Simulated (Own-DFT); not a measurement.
# How much smaller does PBEsol make it? L1_0 TiAl, 32 atoms (Al16Ti16)

Everything here is calculated. The program is Own-DFT (plane waves, in-house, since retired, never reviewed by a person); positions were held fixed, and spin and spin-orbit coupling were off.

Known weak points: forces on such cells failed a check on a denser k mesh; stress not checked against mesh or cutoff.

Each geometry was run with PBE and with PBEsol, otherwise alike: PseudoDojo norm-conserving scalar-relativistic files made for PBE; cutoff 42 hartree; 4 x 4 x 4 k mesh centred on Gamma; cold (Marzari-Vanderbilt) smearing of 0.2 eV. Unstrained cell vectors in Å: (5.622, 5.622, 0.000); (-5.621, 5.621, 0.000); (0.000, 0.000, 8.133). Each has a uniform strain, of which the change of volume is shown, and random moves of rms u per axis.

| run | volume change (%) | u (Å) | P with PBE (GPa) | P with PBEsol (GPa) |
|---|---|---|---|---|
| 1 | -2.78 | 0.0505 | 5.42 | 2.45 |
| 2 | -2.48 | 0.0510 | 5.20 | 2.24 |
| 3 | -0.97 | 0.0574 | 3.33 | 0.44 |
| 4 | -2.16 | 0.0472 | 4.64 | 1.70 |
| 5 | 2.51 | 0.0521 | -0.98 | -3.71 |
| 6 | -3.33 | 0.0565 | 6.38 | 3.38 |
| 7 | 0.62 | 0.0544 | 1.27 | -1.55 |
| 8 | -4.14 | 0.0529 | 7.47 | 4.44 |
| 9 | -3.38 | 0.0504 | 6.26 | 3.26 |
| 10 | 2.17 | 0.0494 | -0.71 | -3.46 |
| 11 | 4.10 | 0.0523 | -2.61 | -5.28 |
| 12 | -0.38 | 0.0470 | 2.29 | ? |

Question: by how much does PBEsol shrink this cell, and what belongs in the blank?

## Working it out

Write v for the change of volume as a fraction. Fitted to v and u², the PBE pressure has a slope of -123 ± 2 GPa in v, with the ions held to the strained lattice. The difference PBEsol less PBE is -2.85 + 4.5 v GPa (slope ± 0.04) and averages -2.89 GPa. Divided by the mean slope of the two, 121 GPa, that makes PBEsol's volume at a given pressure, near 2 GPa, about 2.4 % smaller, or 0.80 % in lengths. At one volume PBEsol's slope is the smaller by 4 GPa, but its pressure there is lower too. If stiffness rises by about 4 GPa for each GPa, PBEsol at equal pressure is stiffer by about 7 GPa. Files made for PBEsol would give a different shift.

For run 12 the line gives -0.58 GPa. The hidden result is -0.58 GPa.
